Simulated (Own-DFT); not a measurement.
# Misfit strain and the stress it brings: wurtzite GaN, 72 atoms (Ga36N36)

Calculated, not measured: single-point runs of Own-DFT, a retired in-house plane-wave DFT program that no person has reviewed, on unrelaxed cells, without spin or spin-orbit coupling.

All runs used: PBE; PseudoDojo norm-conserving scalar-relativistic files (stringent for Ga); cutoff 96 hartree; 4 x 4 x 3 k mesh centred on Gamma; Gaussian smearing of 0.01 eV.

Limits: forces not confirmed at this smearing and k mesh; stress not checked against mesh or cutoff.

Unstrained cell vectors in Å: (9.567, 0.000, 0.000); (-4.784, 8.285, 0.000); (0.000, 0.000, 10.370). The unstrained cell has measured lattice constants (interpolated for alloys), not those of this functional. That, the random moves and any unrelaxed bonds set the pressure at no strain. Each run strains x and y alike by e, as a substrate would, and holds the height along z. Random moves of width 0.05 Å per axis were added to every atom. Stress is positive in tension.

| e (%) | u (Å) | (s_xx + s_yy)/2 (GPa) | s_zz (GPa) |
|---|---|---|---|
| -2.75 | 0.049 | -24.53 | -10.95 |
| -2.50 | 0.052 | -22.01 | -11.31 |
| -2.25 | 0.052 | -19.77 | -12.37 |
| -1.25 | 0.050 | -13.63 | -10.10 |
| -1.00 | 0.048 | -12.60 | -8.11 |
| -0.50 | 0.048 | -8.22 | -9.86 |
| 0.25 | 0.052 | ? | ? |
| 1.50 | 0.051 | -0.31 | -4.61 |
| 1.75 | 0.049 | 1.90 | -5.26 |
| 3.00 | 0.048 | 6.63 | -3.25 |

## Fit

With e as a fraction, the in-plane stress is -6.4 + 534 e - 3726 e² GPa (errors 12 and 824, scatter 0.72), and s_zz is -7.7 + 153 e GPa (slope ± 17, scatter 0.97). At e = 0 the first slope is C11 + C12 and the second 2 C13, both with the ions held to the strained lattice and at the cell's own pressure. The term in e² is negative: the layer stiffens under compression and softens under tension. A free layer would change its height as e changes, and the in-plane slope would drop by 2 C13²/C33 to the biaxial modulus. At fixed height, a misfit of 1 % moves the in-plane stress by about 5.3 GPa and s_zz by 1.5 GPa.

## Prediction

Question: what are the two stresses at e = 0.25 %?

Estimate: -5.1 and -7.4 GPa. Computed: -5.01 and -8.63 GPa.
